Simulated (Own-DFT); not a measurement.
# What a defect does to the pressure of its cell: zincblende GaAs

The numbers are computed, not measured, by runs of the plane-wave DFT program Own-DFT (in-house, retired, unreviewed) at fixed positions, with no spin and no spin-orbit coupling.

Method: PBE; PseudoDojo norm-conserving scalar-relativistic files; cutoff 42 hartree; 3 x 3 x 3 k mesh centred on Gamma; Fermi-Dirac smearing of 0.1 eV.

Known weak points (not all hold for every row): not probed for a lower state with spin; forces not confirmed at this smearing and k mesh; stress not checked against mesh or cutoff.

All runs share one cell, with vectors in Å (11.737, 0.000, 0.000); (0.000, 11.737, 0.000); (0.000, 0.000, 10.919) and a volume of 1504.3 Å³, strained against the parent crystal. Atoms were moved at random from their sites; u is the rms move along one axis. The defect's site can differ from row to row.

```
cell,formula,u (Å),P (GPa)
no defect,As32Ga32,0.0304,0.76
no defect,As32Ga32,0.0461,1.03
no defect,As32Ga32,0.0513,0.99
one P on an As site,As31Ga32P,0.0295,0.50
one P on an As site,As31Ga32P,0.0318,0.55
one P on an As site,As31Ga32P,0.0494,0.82
one Al on a Ga site,AlAs32Ga31,0.0275,0.70
one Al on a Ga site,AlAs32Ga31,0.0306,0.74
one Al on a Ga site,AlAs32Ga31,0.0521,1.05
one In on a Ga site,As32Ga31In,0.0280,1.35
one In on a Ga site,As32Ga31In,0.0292,?
one In on a Ga site,As32Ga31In,0.0493,1.63
one In on a Ga site,As32Ga31In,0.0498,1.64
one As vacancy and one Ga vacancy,As31Ga31,0.0281,0.50
one As vacancy and one Ga vacancy,As31Ga31,0.0517,0.79
one As vacancy and one Ga vacancy,As31Ga31,0.0523,0.80
```

## Fit

P = P0 + c u² + a shift for each defect gives P0 = 0.60 GPa, c = 170 ± 11 GPa/Å² and a scatter of 0.03 GPa. The shifts, and each times the cell's volume:

- one In on a Ga site: 0.62 ± 0.03 GPa, 5.8 eV
- one Al on a Ga site: -0.03 ± 0.03 GPa, -0.2 eV (not resolved)
- one P on an As site: -0.22 ± 0.03 GPa, -2.1 eV
- one As vacancy and one Ga vacancy: -0.26 ± 0.03 GPa, -2.4 eV

Against the defect-free cell, a freed cell would be larger where the shift is positive and smaller where it is negative (160.2 GPa Å³ is 1 eV). The atoms around the defects weren't relaxed, which would change these numbers.

## Test on the hidden row

Q: what pressure belongs in the blank (one In on a Ga site, u = 0.0292 Å)?

The fit gives 1.36 ± 0.04 GPa. The calculation gave 1.31 GPa.
